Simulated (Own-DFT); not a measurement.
# Short bonds, stiff crystals?

Source: density functional calculations with Own-DFT, an unreviewed in-house program that is no longer used. Nothing was measured or relaxed, and spin and spin-orbit coupling are left out.

Caveats (not all hold for every row): forces on such cells moved up to 12 meV/angstrom on a denser k mesh; forces not confirmed at this smearing and k mesh; k mesh not checked against a denser one; forces on such cells passed a denser k mesh, each cell not checked; stress not checked against mesh or cutoff.

All runs are PBE with PseudoDojo norm-conserving files; cutoff and k mesh are each material's own. Every cell starts from measured lattice constants and was given uniform random strains and small random moves of its atoms. Each triple is the change of volume in per cent, the rms move u in Å and the pressure in GPa.

- 4H SiC (C36Si36), 10.36 Å³/atom unstrained: (-1.03, 0.048, 8.35); (-0.94, 0.051, 7.92); (0.20, 0.050, 4.95); (0.43, 0.053, 4.75); (1.22, 0.050, 2.64); (1.79, 0.046, 0.95); (1.85, 0.050, 1.31)
- wurtzite GaN (Ga48N48), 11.42 Å³/atom unstrained: (-1.22, 0.052, 10.13); (-0.72, 0.049, 8.65); (-0.67, 0.053, 8.60); (-0.34, 0.052, 7.93); (1.27, 0.049, 4.40); (1.73, 0.052, 3.84); (3.04, 0.052, 2.18)
- diamond silicon (Si64), 20.02 Å³/atom unstrained: withheld
- zincblende GaP (Ga32P32), 20.24 Å³/atom unstrained: (-1.43, 0.052, 4.84); (-1.32, 0.049, 4.62); (-0.82, 0.050, 4.15); (-0.03, 0.053, 4.01); (2.00, 0.051, 1.77); (2.49, 0.050, 1.24); (3.10, 0.053, 0.84)
- zincblende InP (In48P48), 25.27 Å³/atom unstrained: (-1.59, 0.051, 4.84); (-1.15, 0.051, 4.73); (-0.07, 0.049, 3.72); (0.34, 0.055, 3.67); (0.75, 0.050, 3.07); (0.81, 0.050, 3.12); (1.17, 0.049, 2.90)
- grey tin (Sn64), 34.15 Å³/atom unstrained: (-2.59, 0.050, 5.09); (-2.29, 0.053, 4.97); (-2.04, 0.046, 4.72); (-1.42, 0.048, 4.56); (0.29, 0.048, 3.59); (0.43, 0.053, 3.51); (1.52, 0.053, 2.89)

## Analysis

Fit a line to each set against the fractional change of volume; B is minus its slope, and u is nearly the same within a set. To take it to zero pressure, assume that B rises by 4 GPa for each GPa: B0 = B - 4 x (mean pressure). The bond length of an ideal tetrahedral crystal with the unstrained volume v is d = (√3/4)(8 v)^(1/3). Cohen's empirical rule reads B0 = (1971 - 220 L) d^(-3.5) GPa, with L = 0 for group IV crystals and SiC and 1 for III-V compounds.

| material | L | d (Å) | B (GPa) | mean P (GPa) | B0 (GPa) | rule (GPa) |
|---|---|---|---|---|---|---|
| 4H SiC (C36Si36) | 0 | 1.888 | 249 ± 7 | 4.4 | 231 ± 7 | 213 |
| wurtzite GaN (Ga48N48) | 1 | 1.950 | 188 ± 11 | 6.5 | 162 ± 11 | 169 |
| diamond silicon (Si64) | 0 | 2.352 | ? | ? | ? | 99 |
| zincblende GaP (Ga32P32) | 1 | 2.360 | 89 ± 5 | 3.1 | 77 ± 5 | 87 |
| zincblende InP (In48P48) | 1 | 2.541 | 75 ± 5 | 3.7 | 60 ± 5 | 67 |
| grey tin (Sn64) | 0 | 2.810 | 53 ± 1 | 4.2 | 36 ± 1 | 53 |

A line through ln[B0/(1971 - 220 L)] against ln d has a slope of -4.4 ± 0.3 and a scatter of 9 %. Against the rule, B0 stands at 108 % for 4H SiC, 96 % for wurtzite GaN, 88 % for zincblende GaP, 90 % for zincblende InP, 68 % for grey tin. PBE tends to make silicon and heavier crystals too soft, and the rule itself is only a guide.

## Prediction

Q: what B0 does the fitted trend give for diamond silicon (Si64)?

Estimate: 86 GPa. Its own runs give B = 99 ± 2 GPa at a mean pressure of 2.4 GPa, so B0 = 90 GPa.
